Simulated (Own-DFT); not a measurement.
AlGa₃N₄ (wurtzite random alloy, strained, atoms displaced) (calculated)

All values are calculated (Own-DFT development build). A calculation, not a measurement: plane-wave PBE density functional theory by an unreviewed code, no spin, of a simulated periodic cell, stress positive in tension, free energy of the whole cell less one offset for each atom, forces on such cells passed a denser k mesh, this cell's mesh not checked; offsets are fitted by least squares, one for each functional and potential file, so energies compare only between cells with the same atoms and settings and are not formation energies; the far tail of each file's local potential was reset to the Coulomb form; each entry is a single point on an unrelaxed cell, so the pressure reflects the starting lattice, mostly measured values, from which strain is counted, and rises with the displacements; printed positions are rounded, which can move forces by about a meV/angstrom; the program is a retired in-house code; no spin-orbit coupling.

Common to all runs: functional PBE; potential files PseudoDojo norm-conserving, scalar-relativistic, standard set; wave cutoff 42 hartree; occupations Fermi-Dirac; smearing width 0.1 eV; k mesh 4 x 4 x 3 centred on Gamma.

(1) 
```cif
# cell vector a (Å): 9.3904 0.0000 0.0000
# cell vector b (Å): -4.6952 8.1323 0.0000
# cell vector c (Å): 0.0000 0.0000 10.2685
data_AlGa3N4
_symmetry_space_group_name_H-M 'P 1'
_symmetry_Int_Tables_number 1
_cell_length_a 9.3904
_cell_length_b 9.3904
_cell_length_c 10.2685
_cell_angle_alpha 90.000
_cell_angle_beta 90.000
_cell_angle_gamma 120.000
_cell_volume 784.16
loop_
_atom_site_label
_atom_site_type_symbol
_atom_site_fract_x
_atom_site_fract_y
_atom_site_fract_z
_atom_site_occupancy
Ga1 Ga 0.11282 0.22211 0.99599 1
Ga2 Ga 0.24108 0.11406 0.24637 1
N1 N 0.12047 0.22302 0.18588 1
N2 N 0.21598 0.10402 0.43864 1
Al1 Al 0.10863 0.22462 0.50293 1
Al2 Al 0.22294 0.10581 0.75656 1
N3 N 0.10816 0.21959 0.68885 1
N4 N 0.22486 0.10822 0.94859 1
Ga3 Ga 0.11004 0.55742 0.00299 1
Ga4 Ga 0.22043 0.44554 0.24773 1
N5 N 0.10321 0.55774 0.19250 1
N6 N 0.21548 0.44106 0.43813 1
Al3 Al 0.11228 0.56084 0.50173 1
Ga5 Ga 0.23068 0.45041 0.74835 1
N7 N 0.12408 0.56279 0.69262 1
N8 N 0.21214 0.43776 0.93154 1
Ga6 Ga 0.12111 0.90758 0.99644 1
Ga7 Ga 0.22587 0.78274 0.24617 1
N9 N 0.10945 0.88736 0.18519 1
N10 N 0.21696 0.77337 0.43764 1
Al4 Al 0.10891 0.88351 0.50158 1
Ga8 Ga 0.22526 0.77300 0.74775 1
N11 N 0.10315 0.88860 0.69227 1
N12 N 0.22455 0.77844 0.94499 1
Ga9 Ga 0.45042 0.21972 0.99443 1
Ga10 Ga 0.56050 0.11543 0.24972 1
N13 N 0.44037 0.21672 0.18082 1
N14 N 0.54234 0.10484 0.43162 1
Ga11 Ga 0.44239 0.21827 0.49566 1
Ga12 Ga 0.54440 0.10223 0.74674 1
N15 N 0.43920 0.22076 0.69732 1
N16 N 0.55540 0.11117 0.93194 1
Al5 Al 0.43514 0.55330 0.00351 1
Al6 Al 0.55373 0.44305 0.25870 1
N17 N 0.44589 0.55759 0.18947 1
N18 N 0.55635 0.44481 0.44039 1
Ga13 Ga 0.44595 0.55667 0.50735 1
Ga14 Ga 0.54780 0.44231 0.74835 1
N19 N 0.44334 0.55651 0.68256 1
N20 N 0.56112 0.44895 0.94204 1
Ga15 Ga 0.44290 0.89272 0.99745 1
Ga16 Ga 0.56200 0.78182 0.25317 1
N21 N 0.43854 0.89410 0.19631 1
N22 N 0.55996 0.77555 0.42617 1
Ga17 Ga 0.43738 0.88660 0.50037 1
Ga18 Ga 0.54760 0.77173 0.75382 1
N23 N 0.43418 0.88462 0.68229 1
N24 N 0.56070 0.78635 0.93505 1
Al7 Al 0.77577 0.21786 0.99993 1
Ga19 Ga 0.89216 0.11586 0.25614 1
N25 N 0.77784 0.22962 0.18957 1
N26 N 0.89518 0.12097 0.44673 1
Ga20 Ga 0.77418 0.22243 0.50280 1
Ga21 Ga 0.88525 0.10204 0.74437 1
N27 N 0.79207 0.23271 0.69062 1
N28 N 0.88236 0.11329 0.93096 1
Ga22 Ga 0.77932 0.56293 0.00457 1
Al8 Al 0.90275 0.45355 0.24768 1
N29 N 0.78803 0.55835 0.19499 1
N30 N 0.89492 0.44162 0.42635 1
Ga23 Ga 0.77348 0.55308 0.49201 1
Ga24 Ga 0.87928 0.44098 0.74890 1
N31 N 0.77719 0.54893 0.69152 1
N32 N 0.88970 0.43893 0.94209 1
Ga25 Ga 0.78180 0.88446 0.00033 1
Ga26 Ga 0.89624 0.79018 0.24829 1
N33 N 0.78650 0.88731 0.19049 1
N34 N 0.88087 0.77410 0.43868 1
Ga27 Ga 0.77623 0.89103 0.51240 1
Al9 Al 0.88495 0.77427 0.74307 1
N35 N 0.77436 0.88526 0.69721 1
N36 N 0.89191 0.78235 0.93723 1
_calc_free_energy_of_cell_above_offsets '8.579'  # eV
_calc_pressure 12.82  # GPa
_calc_stress_xx -13.61  # GPa
_calc_stress_yy -14.94  # GPa
_calc_stress_zz -9.93  # GPa
_calc_stress_yz 0.79  # GPa
_calc_stress_xz 0.73  # GPa
_calc_stress_xy -0.71  # GPa
```

Force:
```tsv
element	x (eV/Å)	y (eV/Å)	z (eV/Å)
Ga	-1.264	-0.524	0.531
Ga	-3.61	-1.701	1.308
N	-0.887	-0.21	0.209
N	-0.529	0.243	0.404
Al	1.27	-0.049	-0.002
Al	-1.437	0.331	-0.558
N	1.84	-0.052	-0.215
N	-0.13	3.957	-3.703
Ga	-0.285	-0.456	-0.182
Ga	0.042	-0.007	0.608
N	2.791	0.621	-1.197
N	0.262	0.484	0.893
Al	0.196	-1.298	-0.156
Ga	-1.377	-1.917	0.023
N	-1.684	-1.71	-2.149
N	1.79	1.75	1.386
Ga	-0.187	-5.662	1.595
Ga	-1.44	-0.922	0.858
N	0.752	1.001	-0.002
N	-0.759	0.139	0.537
Al	-0.802	0.314	-0.16
Ga	-2.368	0.88	1.813
N	0.783	0.14	-0.753
N	-0.69	0.235	-1.378
Ga	-0.519	1.437	0.583
Ga	-0.316	0.122	-0.558
N	2.602	3.075	0.478
N	1.659	0.475	1.542
Ga	-1.261	0.153	1.249
Ga	1.544	1.368	-0.001
N	-0.422	-0.635	-1.31
N	1.317	0.064	0.576
Al	0.898	0.243	-0.415
Al	0.662	0.42	-2.093
N	0.61	-0.465	-0.672
N	-1	-0.987	-0.645
Ga	-0.864	-0.07	-3.303
Ga	1.338	0.442	1.111
N	0.795	0.347	1.708
N	-2.107	0.074	-0.484
Ga	0.836	-0.149	1.347
Ga	-0.501	0.08	-2.578
N	2.648	-0.021	-1.84
N	-0.751	0.453	4.396
Ga	0.85	-0.546	-1.619
Ga	0.154	0.956	-0.383
N	2.022	0.596	0.47
N	-0.645	-2.099	1.434
Al	0.01	0.651	-0.019
Ga	0.406	0.035	-0.61
N	1.233	0.038	-0.998
N	-0.171	-1.421	-0.411
Ga	-0.236	0.54	-0.486
Ga	-0.025	2.002	1.226
N	-1.724	-2.837	-1.112
N	0.768	-0.493	1.406
Ga	1.257	-0.556	0.292
Al	-2.784	-1.708	0.296
N	-1.663	-0.665	0.213
N	-0.402	0.699	1.923
Ga	1.9	-0.041	0.794
Ga	2.345	1.13	1.91
N	-1.923	1.823	-1.333
N	-1.101	-0.045	-0.189
Ga	-0.968	1.479	0.082
Ga	1.256	-2.111	1.211
N	-2.645	1.713	-0.924
N	1.203	1.419	0.836
Ga	0.181	-0.053	-1.911
Al	0.402	-0.547	1.52
N	-0.087	-1.625	-0.853
N	0.942	-0.346	-1.564
```

(2) 
```cif
# cell vector a (Å): 9.3904 0.0000 0.0000
# cell vector b (Å): -4.6952 8.1323 0.0000
# cell vector c (Å): 0.0000 0.0000 10.2685
data_AlGa3N4
_symmetry_space_group_name_H-M 'P 1'
_symmetry_Int_Tables_number 1
_cell_length_a 9.3904
_cell_length_b 9.3904
_cell_length_c 10.2685
_cell_angle_alpha 90.000
_cell_angle_beta 90.000
_cell_angle_gamma 120.000
_cell_volume 784.16
loop_
_atom_site_label
_atom_site_type_symbol
_atom_site_fract_x
_atom_site_fract_y
_atom_site_fract_z
_atom_site_occupancy
Ga1 Ga 0.10969 0.22048 0.00467 1
Ga2 Ga 0.21921 0.11062 0.25204 1
N1 N 0.11802 0.21951 0.18673 1
N2 N 0.21790 0.11237 0.43354 1
Ga3 Ga 0.10170 0.21895 0.50004 1
Al1 Al 0.22347 0.11719 0.75893 1
N3 N 0.10635 0.22288 0.68985 1
N4 N 0.22352 0.11623 0.93699 1
Ga4 Ga 0.11579 0.55743 0.00014 1
Ga5 Ga 0.22591 0.44875 0.25227 1
N5 N 0.10772 0.56830 0.18209 1
N6 N 0.22934 0.44985 0.43371 1
Ga6 Ga 0.11711 0.56026 0.50107 1
Al2 Al 0.23221 0.43783 0.75467 1
N7 N 0.10784 0.55676 0.68318 1
N8 N 0.23461 0.44579 0.94092 1
Ga7 Ga 0.11186 0.88569 0.99530 1
Ga8 Ga 0.23971 0.78707 0.24569 1
N9 N 0.11092 0.89129 0.19093 1
N10 N 0.22722 0.77679 0.44823 1
Ga9 Ga 0.11536 0.88767 0.50127 1
Ga10 Ga 0.21915 0.76919 0.75370 1
N11 N 0.12000 0.89034 0.69219 1
N12 N 0.21374 0.77329 0.93140 1
Ga11 Ga 0.45083 0.22791 0.00205 1
Ga12 Ga 0.56844 0.12159 0.25107 1
N13 N 0.44757 0.22395 0.19541 1
N14 N 0.55060 0.12090 0.44438 1
Al3 Al 0.44485 0.22706 0.50040 1
Al4 Al 0.55252 0.11603 0.75377 1
N15 N 0.44939 0.22429 0.68558 1
N16 N 0.55386 0.10571 0.93375 1
Ga13 Ga 0.44593 0.55396 0.00363 1
Ga14 Ga 0.56199 0.45261 0.24216 1
N17 N 0.43540 0.54237 0.18031 1
N18 N 0.54930 0.44051 0.44329 1
Ga15 Ga 0.44429 0.55313 0.49349 1
Ga16 Ga 0.54225 0.44275 0.75126 1
N19 N 0.44769 0.56025 0.68285 1
N20 N 0.55730 0.43842 0.94040 1
Ga17 Ga 0.44614 0.89228 0.99827 1
Al5 Al 0.54884 0.76959 0.24783 1
N21 N 0.43949 0.88809 0.19035 1
N22 N 0.55537 0.77534 0.44197 1
Ga18 Ga 0.44247 0.89116 0.50079 1
Ga19 Ga 0.55157 0.77877 0.74902 1
N23 N 0.45982 0.89072 0.68013 1
N24 N 0.55448 0.77220 0.93693 1
Ga20 Ga 0.77990 0.22047 0.99889 1
Al6 Al 0.88849 0.11433 0.24264 1
N25 N 0.77671 0.21983 0.18398 1
N26 N 0.89006 0.11372 0.43616 1
Al7 Al 0.78488 0.22031 0.49287 1
Al8 Al 0.88499 0.10344 0.74125 1
N27 N 0.77236 0.21664 0.68331 1
N28 N 0.89461 0.11169 0.93606 1
Al9 Al 0.77723 0.56324 0.00090 1
Ga21 Ga 0.89073 0.44300 0.24765 1
N29 N 0.78611 0.55798 0.18613 1
N30 N 0.88684 0.44311 0.43850 1
Ga22 Ga 0.78564 0.56533 0.50299 1
Ga23 Ga 0.88567 0.44408 0.74829 1
N31 N 0.77120 0.55096 0.68900 1
N32 N 0.88096 0.44149 0.93343 1
Ga24 Ga 0.77908 0.88725 0.99827 1
Ga25 Ga 0.89662 0.78071 0.24407 1
N33 N 0.77137 0.88417 0.18631 1
N34 N 0.90402 0.79038 0.43393 1
Ga26 Ga 0.77653 0.88290 0.50252 1
Ga27 Ga 0.90160 0.78571 0.75485 1
N35 N 0.78284 0.89061 0.68749 1
N36 N 0.89124 0.78165 0.93660 1
_calc_stress_xx ?
_calc_pressure ?
```

**Q.** Give the missing stress xx for AlGa₃N₄ (wurtzite random alloy, strained, atoms displaced) (entry 2).
**A.** -13.94 GPa

**Q.** What pressure does the calculation give for AlGa₃N₄ (wurtzite random alloy, strained, atoms displaced) (entry 2)?
**A.** 12.54 GPa

Further results for AlGa₃N₄ (wurtzite random alloy, strained, atoms displaced) (entry 2):

| Property | Result |
| --- | --- |
| free energy of cell above offsets | 7.862 eV |
| stress yy | -12.64 GPa |
| stress zz | -11.03 GPa |
| stress yz | 0.6 GPa |
| stress xz | 0.06 GPa |
| stress xy | -0.27 GPa |

Force:
```tsv
element	x (eV/Å)	y (eV/Å)	z (eV/Å)
Ga	0.389	0.457	-0.734
Ga	1.358	-0.06	-0.003
N	-3.001	0.667	0.696
N	1.085	0.465	1.969
Ga	1.713	0.901	0.059
Al	0.54	-0.604	-2.132
N	1.06	-0.165	0.613
N	0.755	-0.554	0.203
Ga	-0.626	-1.079	-1.036
Ga	-1.353	-0.858	-0.857
N	1.721	-1.142	0.959
N	-1.334	-1.044	0.571
Ga	-0.413	-1.285	-0.337
Al	-1.929	1.041	-0.795
N	1.707	-1.365	1.573
N	-1.901	-0.59	-1.452
Ga	-0.314	1.242	1.229
Ga	-4.435	-1.584	2.377
N	1.676	0.128	-1.51
N	-0.772	0.436	-2.438
Ga	0.313	1.199	0.442
Ga	1.083	0.956	-2.142
N	-0.394	1.603	0.015
N	1.55	0.474	1.694
Ga	-0.249	-1.75	0.847
Ga	-1.931	-1.286	1.336
N	0.06	-0.002	-1.3
N	2.183	-0.442	-0.997
Al	-0.875	-0.461	0.025
Al	1.375	-0.762	-1.905
N	-1.604	-1.083	0.54
N	-0.189	0.86	0.166
Ga	0.858	0.215	-1.476
Ga	0.409	-1.052	1.925
N	0.34	2.654	2.121
N	1.532	0.607	-1.467
Ga	0.153	0.451	1.122
Ga	2.022	0.347	-0.226
N	-1.419	-0.941	0.745
N	0.169	2.221	-0.123
Ga	-0.07	-1.194	0.081
Al	0.403	0.565	0.467
N	4.398	1.585	-1.286
N	-0.162	0.548	-2.364
Ga	1.304	0.932	-0.372
Ga	1.73	-0.316	0.182
N	-2.85	1.481	2.199
N	-0.299	0.682	0.238
Ga	-0.177	0.195	-1.215
Al	1.106	-0.985	0.782
N	1.7	0.363	0.256
N	-1.041	-0.845	-1.731
Al	-2.363	0.52	1.553
Al	-0.842	1.6	1.097
N	0.537	-0.421	0.089
N	-0.762	-0.372	-1.034
Al	1.094	-1.03	-0.762
Ga	-0.064	0.453	0.843
N	-1.003	0.019	-1.104
N	0.664	-0.378	-0.393
Ga	-0.639	-0.824	-0.422
Ga	0.271	-0.824	-0.583
N	-0.186	1.308	0.415
N	0.173	1.017	1.475
Ga	-0.673	0.555	0.059
Ga	-1.109	-0.162	1.075
N	-0.541	0.657	0.711
N	-1.295	-1.452	0.073
Ga	0.168	0.542	-0.675
Ga	-0.924	-1.291	-1.5
N	0.11	-0.417	0.509
N	0.031	-1.327	1.045
```
